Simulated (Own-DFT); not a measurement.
## Calculated data, Hf36O71 (tetragonal hafnia with one neutral oxygen vacancy, atoms displaced)

All values are calculated (Own-DFT development build). A calculation, not a measurement: plane-wave PBE and HSE06 DFT by an unreviewed code, no spin, of a simulated cell at Gamma alone, so results move with cell size and shape, stress positive in tension, energies less offsets, not probed for a lower state with spin; hafnium file: forces about 75 meV/angstrom off all-electron values; oxygen file: force components 24 meV/angstrom off all-electron in a glass; k mesh not checked against a denser one; forces and stress are PBE's, HSE06 gives the energy alone, and its difference from PBE has offsets of its own; offsets are fitted by least squares, one for each functional and potential file, so energies compare only between cells with the same atoms and settings and are not formation energies; the far tail of each file's local potential was reset to the Coulomb form; each entry is a single point on an unrelaxed cell, so the pressure reflects the starting lattice, taken from the Materials Project, from which strain is counted, and rises with the displacements; printed positions are rounded, which can move forces by about a meV/angstrom; the program is a retired in-house code; no spin-orbit coupling.

Common to all runs: first functional PBE; second functional HSE06; exact exchange share 0.25; screening 0.11 1/bohr; exchange divergence Gygi-Baldereschi; potential files PseudoDojo norm-conserving, scalar-relativistic, made for PBE, standard set; wave cutoff 48 hartree; occupations fixed; k mesh 1 x 1 x 1 centred on Gamma.

(1) Hf36O71 (tetragonal hafnia with one neutral oxygen vacancy, atoms displaced)

```
Hf36O71
1.0
     10.7800     0.0000     0.0000
      0.0000    10.7800     0.0000
      0.0000     0.0000    10.4493
Hf O Hf O Hf O Hf O Hf O Hf O Hf O Hf O Hf O Hf O Hf O Hf O Hf O Hf O Hf O Hf O Hf O Hf O
2 4 2 4 2 3 2 4 2 4 2 4 2 4 2 4 2 4 2 4 2 4 2 4 2 4 2 4 2 4 2 4 2 4 2 4
Direct
  0.99684 0.99938 0.00026
  0.16633 0.16888 0.24904
  0.99597 0.16671 0.14890
  0.16728 0.99871 0.35174
  0.00481 0.16295 0.40238
  0.16619 0.00038 0.09322
  0.00278 0.99770 0.49468
  0.16470 0.16610 0.75303
  0.99849 0.17006 0.65109
  0.16558 0.00346 0.84982
  0.99991 0.16786 0.89950
  0.16324 0.00433 0.59637
  0.99807 0.33713 0.00361
  0.16640 0.50032 0.25251
  0.00123 0.49821 0.14982
  0.99952 0.50135 0.40485
  0.16687 0.33067 0.09854
  0.99971 0.33191 0.49572
  0.16763 0.50288 0.75275
  0.99812 0.50032 0.65558
  0.16368 0.33256 0.84589
  0.99406 0.49447 0.90777
  0.16913 0.33000 0.59662
  0.99941 0.67250 0.99824
  0.16705 0.83442 0.24850
  0.99839 0.83287 0.15451
  0.16259 0.66778 0.35077
  0.99879 0.83109 0.40009
  0.16725 0.66680 0.09571
  0.99851 0.67176 0.49663
  0.16114 0.83503 0.75473
  0.99993 0.83092 0.65536
  0.16075 0.66494 0.84504
  0.00181 0.83101 0.89708
  0.16774 0.66537 0.60274
  0.33955 0.99826 0.99653
  0.50087 0.16210 0.25341
  0.33342 0.16668 0.15841
  0.50340 0.99829 0.34438
  0.33000 0.16901 0.40054
  0.49951 0.00173 0.09755
  0.33737 0.99893 0.49526
  0.50034 0.16699 0.75178
  0.32669 0.17072 0.65370
  0.49411 0.00024 0.84339
  0.33240 0.16943 0.90440
  0.49895 0.99759 0.59490
  0.33781 0.33321 0.99932
  0.49830 0.49729 0.25505
  0.33316 0.50090 0.15077
  0.50076 0.33269 0.34885
  0.33643 0.49761 0.40051
  0.49946 0.34173 0.09470
  0.33022 0.32865 0.49576
  0.50606 0.50147 0.74766
  0.32629 0.50325 0.65596
  0.49825 0.32844 0.84669
  0.33353 0.49607 0.90029
  0.50219 0.33123 0.60070
  0.33391 0.66391 0.00066
  0.49920 0.83743 0.24980
  0.33317 0.83189 0.15087
  0.49773 0.67059 0.34246
  0.33358 0.83110 0.39957
  0.49728 0.67375 0.10138
  0.33328 0.67104 0.49999
  0.50648 0.83274 0.75034
  0.33270 0.82828 0.65421
  0.49951 0.66970 0.84838
  0.33455 0.83682 0.90202
  0.50064 0.66857 0.59440
  0.67151 0.99714 0.99477
  0.83228 0.16492 0.24657
  0.66828 0.16343 0.15330
  0.83104 0.00554 0.34542
  0.66895 0.16550 0.40344
  0.83461 0.99714 0.09844
  0.66646 0.00032 0.50165
  0.83015 0.16410 0.74312
  0.66980 0.16768 0.65206
  0.83502 0.00167 0.84491
  0.66234 0.16937 0.89862
  0.82867 0.99889 0.60161
  0.67093 0.33628 0.00187
  0.83395 0.50105 0.24965
  0.66919 0.49830 0.15192
  0.83752 0.33103 0.34495
  0.66476 0.50298 0.40166
  0.83199 0.33523 0.09548
  0.66712 0.33316 0.49998
  0.82813 0.50276 0.74175
  0.66342 0.49922 0.64734
  0.83682 0.33498 0.84494
  0.67208 0.50340 0.90277
  0.83394 0.32801 0.60260
  0.66792 0.66543 0.00006
  0.83500 0.83439 0.25147
  0.67037 0.83706 0.16001
  0.83422 0.67020 0.34701
  0.67004 0.83244 0.40511
  0.83269 0.67024 0.09928
  0.66581 0.66337 0.49901
  0.83059 0.82991 0.75351
  0.66452 0.83683 0.65672
  0.83210 0.67205 0.84534
  0.67068 0.82914 0.89616
  0.82850 0.66555 0.59891
```

Results for Hf36O71 (tetragonal hafnia with one neutral oxygen vacancy, atoms displaced): PBE energy of cell above offsets -100.367 eV; HSE06 less PBE above offsets -0.094 eV; PBE pressure 1.09 GPa; PBE stress xx -0.09 GPa; PBE stress yy -1.45 GPa; PBE stress zz -1.73 GPa; PBE stress yz 0.29 GPa; PBE stress xz -0.22 GPa; PBE stress xy 0.04 GPa.

Force:
```
element  x (eV/Å)  y (eV/Å)  z (eV/Å)
     Hf     1.218     1.369    -0.794
     Hf    -0.469     0.275    -0.343
      O     0.484     -0.23     0.523
      O     0.021    -0.186    -0.785
      O     0.306     0.731    -0.488
      O      0.05    -0.223     0.509
     Hf    -0.235     0.646      1.39
     Hf    -0.809     0.662    -0.317
      O     -0.04    -0.336    -0.252
      O    -0.007     -0.93    -0.188
      O    -0.183    -0.537     0.857
      O     0.763    -0.618    -0.225
     Hf     0.662    -1.118    -1.249
     Hf     0.117    -0.497     -0.38
      O    -0.212      0.18     1.023
      O      0.19    -0.143    -0.387
      O     0.322    -0.006     0.644
     Hf     0.417    -0.299     1.343
     Hf      -0.7    -1.098    -0.489
      O    -0.196     0.059    -0.227
      O     0.179     0.441     0.226
      O     0.121     2.248     -0.23
      O    -0.838     0.415    -1.385
     Hf     0.337    -1.742     0.085
     Hf     0.332     0.027    -0.315
      O     0.568    -0.048    -0.564
      O     0.228    -0.021    -0.356
      O    -0.122     0.935    -0.147
      O     -0.36     0.223     0.073
     Hf     0.773    -1.138     1.458
     Hf     1.154     0.026    -0.753
      O    -0.571    -0.017    -0.724
      O     0.185     0.657     1.103
      O     -0.22     0.841     0.652
      O     -0.64     0.321    -1.201
     Hf    -1.363     0.445     0.125
     Hf     0.076     0.928    -0.938
      O     0.511    -0.007      -0.1
      O     -0.51     0.673     1.026
      O     0.084    -0.939    -0.223
      O     0.924    -0.163    -0.249
     Hf    -1.581    -0.034     1.283
     Hf    -0.581     0.529    -0.702
      O     1.708    -0.516    -0.229
      O     0.616    -0.277     0.529
      O     0.305    -0.703     0.065
      O     0.026     0.335    -0.129
     Hf    -1.042     0.041    -0.109
     Hf    -0.235     0.546    -0.874
      O    -0.193     0.234     0.446
      O      0.33    -0.549    -0.039
      O    -0.432     0.273     0.065
      O     0.814    -0.344       0.5
     Hf     0.092     0.916     1.623
     Hf    -2.538    -0.672     0.412
      O      2.24     -0.04    -0.389
      O     0.294     1.591     0.003
      O     0.125     0.898     0.371
      O    -0.161      0.19    -0.571
     Hf     0.167     0.293    -0.145
     Hf     0.167     -1.57    -0.873
      O    -0.233     0.413     0.309
      O     0.178    -0.577     0.591
      O      0.06     0.914    -0.053
      O     0.971    -0.385    -0.973
     Hf    -0.687    -0.829     0.923
     Hf    -2.161     0.046    -0.239
      O     0.142     0.378    -0.229
      O     0.243     -0.93    -0.048
      O    -0.283    -1.116     0.222
      O     0.191     -0.35     0.323
     Hf    -0.288     0.831     0.487
     Hf     0.315     0.394     0.203
      O    -0.608     0.239    -0.384
      O     0.338    -1.012     0.376
      O    -0.477     0.424     0.004
      O    -0.579      0.02    -0.448
     Hf     0.691    -0.308     0.029
     Hf     1.769     1.163     0.975
      O    -1.664    -0.256    -0.571
      O    -0.466    -0.815     0.965
      O     0.235    -0.884     0.762
      O     0.862    -0.067    -0.913
     Hf    -0.467    -0.381    -0.753
     Hf     0.453     -0.05    -0.143
      O    -0.393     0.314     0.152
      O    -0.237     0.512     0.282
      O      0.23    -0.803    -0.241
      O    -0.123    -0.049      0.67
     Hf    -0.063    -0.552      0.23
     Hf     1.932    -1.018     1.367
      O     0.369     0.082    -0.186
      O    -0.952    -0.119    -0.088
      O    -0.572    -0.289    -0.544
      O    -0.697     0.845    -1.289
     Hf    -0.546     0.123     0.807
     Hf    -0.524     0.279     0.228
      O    -0.738     0.095    -1.048
      O     0.088     -0.96     0.183
      O    -0.139     0.178     0.347
      O     0.056    -0.157    -0.364
     Hf    -0.119     1.159    -0.433
     Hf     0.508     1.386    -1.272
      O     0.673    -0.181    -0.681
      O     0.155     -1.64     0.683
      O    -0.385       0.9     1.075
      O     0.289     0.083    -0.253
```

(2) Hf36O71 (tetragonal hafnia with one neutral oxygen vacancy, atoms displaced)

```
Hf36O71
1.0
     10.7800     0.0000     0.0000
      0.0000    10.7800     0.0000
      0.0000     0.0000    10.4493
Hf O Hf O Hf O Hf O Hf O Hf O Hf O Hf O Hf O Hf O Hf O Hf O Hf O Hf O Hf O Hf O Hf O Hf O
2 4 2 4 2 4 2 4 2 4 2 4 2 4 2 4 2 3 2 4 2 4 2 4 2 4 2 4 2 4 2 4 2 4 2 4
Direct
  0.99811 0.00190 0.99996
  0.16598 0.16588 0.25087
  0.99981 0.16713 0.15688
  0.16675 0.99934 0.35155
  0.00478 0.16662 0.40425
  0.16519 0.99760 0.09574
  0.00296 0.00355 0.49941
  0.16583 0.16577 0.74953
  0.00298 0.16454 0.65329
  0.16734 0.00015 0.84147
  0.99867 0.17121 0.90312
  0.16635 0.99783 0.59156
  0.99972 0.33620 0.00026
  0.16227 0.49821 0.25143
  0.00644 0.50086 0.15328
  0.16449 0.33179 0.34604
  0.99870 0.49891 0.40437
  0.16827 0.33197 0.09569
  0.99643 0.32968 0.49804
  0.16344 0.50002 0.75057
  0.99755 0.49220 0.65172
  0.16724 0.33605 0.84629
  0.99737 0.49934 0.90603
  0.16962 0.33525 0.59850
  0.00147 0.66737 0.00006
  0.17051 0.83236 0.24785
  0.99960 0.83255 0.14889
  0.17122 0.66391 0.34877
  0.99901 0.83337 0.40108
  0.16175 0.67057 0.09652
  0.00005 0.66582 0.49753
  0.16271 0.83489 0.75137
  0.99726 0.83196 0.64830
  0.16589 0.66982 0.84686
  0.00189 0.83372 0.89919
  0.16710 0.67097 0.59716
  0.33122 0.00040 0.99980
  0.49869 0.16758 0.25263
  0.33185 0.16217 0.15547
  0.50035 0.99750 0.34654
  0.32794 0.16484 0.40946
  0.49613 0.99932 0.09920
  0.32912 0.00056 0.49932
  0.49954 0.16429 0.74661
  0.33056 0.16828 0.65202
  0.50334 0.00057 0.84518
  0.33527 0.16547 0.90799
  0.50513 0.00088 0.59955
  0.33711 0.33174 0.00052
  0.50216 0.50266 0.24927
  0.33374 0.49455 0.15261
  0.33552 0.49972 0.40348
  0.50102 0.33445 0.09598
  0.33475 0.33212 0.49757
  0.49825 0.50361 0.74904
  0.33494 0.50695 0.65061
  0.49869 0.33390 0.84471
  0.33362 0.50004 0.90698
  0.50516 0.33312 0.60077
  0.33443 0.67188 0.99999
  0.50216 0.83023 0.24805
  0.33250 0.83783 0.15163
  0.50300 0.66424 0.34421
  0.33625 0.83429 0.39721
  0.50130 0.66749 0.09567
  0.33386 0.67127 0.49663
  0.49792 0.83012 0.75136
  0.33015 0.83542 0.65573
  0.50409 0.66222 0.84561
  0.33426 0.83232 0.90386
  0.50065 0.66271 0.60209
  0.66613 0.99989 0.00380
  0.83243 0.16300 0.25045
  0.66415 0.16547 0.15517
  0.83581 0.99852 0.35263
  0.66608 0.17156 0.39990
  0.83180 0.99481 0.09626
  0.67218 0.00465 0.50566
  0.83326 0.16803 0.75019
  0.66262 0.16883 0.64955
  0.83142 0.00274 0.84721
  0.67108 0.16744 0.90509
  0.83138 0.00052 0.60334
  0.66257 0.33365 0.99487
  0.83479 0.50060 0.25115
  0.66505 0.49721 0.15032
  0.82894 0.33226 0.34865
  0.66376 0.50392 0.39374
  0.83063 0.33515 0.09743
  0.66502 0.33454 0.49907
  0.83474 0.49948 0.74615
  0.66558 0.49479 0.64990
  0.82907 0.33249 0.84723
  0.66851 0.50225 0.90435
  0.82877 0.33284 0.59898
  0.66917 0.66897 0.00304
  0.83144 0.83383 0.24665
  0.66782 0.83314 0.15400
  0.83589 0.66201 0.34766
  0.66427 0.83103 0.40302
  0.82939 0.66521 0.10027
  0.66499 0.66423 0.49891
  0.83064 0.83707 0.74883
  0.67118 0.83179 0.65232
  0.83647 0.66296 0.84694
  0.67210 0.83376 0.90111
  0.83208 0.66602 0.59894
```

It finds PBE energy of cell above offsets -101.117 eV; HSE06 less PBE above offsets -0.154 eV; PBE pressure 0.86 GPa; PBE stress xx -0.33 GPa; PBE stress yy -0.64 GPa; PBE stress zz -1.6 GPa; PBE stress yz 0.02 GPa; PBE stress xz -0.32 GPa; PBE stress xy -0.06 GPa.

Force:
```
element  x (eV/Å)  y (eV/Å)  z (eV/Å)
     Hf     0.064    -0.395    -0.358
     Hf     0.271     0.242    -0.126
      O    -0.326    -0.387    -0.337
      O     0.016     -0.18     -0.69
      O    -0.414    -0.063    -0.301
      O    -0.258     0.144    -0.006
     Hf    -0.676    -1.448     0.028
     Hf     0.383     1.232     0.125
      O    -0.597     0.043    -0.302
      O    -0.014     0.338     0.712
      O     0.146    -0.752      0.05
      O    -0.112     0.133     0.865
     Hf    -0.134    -0.185     0.416
     Hf     1.909    -0.288    -0.077
      O    -1.533    -0.027    -0.226
      O         0     0.102     0.207
      O     0.141    -0.388    -0.351
      O    -0.377    -0.274      0.06
     Hf     0.524     0.934      0.85
     Hf     0.974    -0.026    -0.483
      O     0.656     0.395      0.02
      O    -0.075    -0.603    -0.056
      O     0.355     0.196    -0.467
      O    -0.739    -0.054    -0.496
     Hf    -0.857     0.339     -0.44
     Hf    -0.986    -0.109     0.324
      O    -0.195     0.145     0.359
      O    -0.193     0.516     -0.26
      O     0.174     -0.11    -0.019
      O     1.485     0.075     0.224
     Hf    -0.276     0.907     0.541
     Hf    -0.553    -0.855    -0.864
      O     0.251     0.311     0.412
      O    -0.078    -0.602     0.204
      O    -0.075     0.548     0.409
      O    -0.279     -0.25    -0.307
     Hf     0.534     0.074     0.369
     Hf     0.243    -0.174     0.133
      O     0.171     0.159     0.228
      O    -0.046     0.617    -0.163
      O     0.502     0.388    -0.929
      O     0.655     -0.23    -0.566
     Hf      1.42    -0.566     0.157
     Hf    -0.179     0.374     0.158
      O     0.422    -0.399     0.322
      O     -0.15    -0.496     0.375
      O    -0.191    -0.142    -0.639
      O    -0.949     -0.11    -0.351
     Hf    -0.505     0.969      0.13
     Hf    -0.448     -1.43    -0.248
      O    -0.334      0.57     0.475
      O     0.366    -0.075     0.056
      O    -0.193    -0.536     0.612
     Hf     0.209     0.885     0.821
     Hf     0.146    -1.014    -0.332
      O    -0.735    -0.361      0.55
      O     0.105     -0.35      0.29
      O    -0.049      0.54    -0.323
      O    -1.501    -0.148    -1.215
     Hf    -0.474    -1.551      0.22
     Hf    -0.295     0.934     0.685
      O     0.236    -0.608     -0.15
      O    -0.442     0.811     0.481
      O    -0.227    -0.049     0.324
      O    -0.398     0.403     0.223
     Hf    -0.329    -1.194     0.728
     Hf     0.597     0.443    -0.485
      O     0.734     0.009    -0.334
      O    -0.384     1.498      0.69
      O      0.26     0.447    -0.417
      O    -0.004     0.779      -0.8
     Hf    -0.827     0.358     -0.85
     Hf    -0.673     0.952    -0.011
      O     0.346    -0.422    -0.095
      O     -0.27     0.389    -0.474
      O    -0.309    -0.804     0.245
      O     0.377     0.348      0.59
     Hf    -1.204     -0.63    -0.853
     Hf    -0.498     0.265     0.197
      O     1.051    -0.345     0.218
      O     0.396    -0.049     0.322
      O    -0.326    -0.659    -0.261
      O     0.874     0.385    -0.284
     Hf     0.811     0.823     0.387
     Hf     -0.74     -0.68    -0.717
      O     0.364     0.343     0.299
      O     0.751    -0.122    -0.086
      O    -0.098    -0.992     0.691
      O      0.56    -0.166     -0.09
     Hf     -0.04     0.591    -0.014
     Hf     -1.08     0.181     0.635
      O     0.268     0.497    -0.006
      O     0.341     0.246    -0.278
      O     -0.14    -0.074    -0.156
      O     1.031     -0.48    -0.356
     Hf    -0.041    -0.948    -1.086
     Hf     0.998    -0.577     1.057
      O    -0.308     0.131    -0.492
      O      0.02     0.989    -0.085
      O     0.302     0.348     0.049
      O     1.085     0.077     0.113
     Hf     0.374     0.416     0.406
     Hf      0.56    -0.967     0.369
      O    -1.291     0.074     0.018
      O      0.01     0.809    -0.029
      O    -0.287      0.04     0.461
      O     0.243    -0.405    -0.547
```
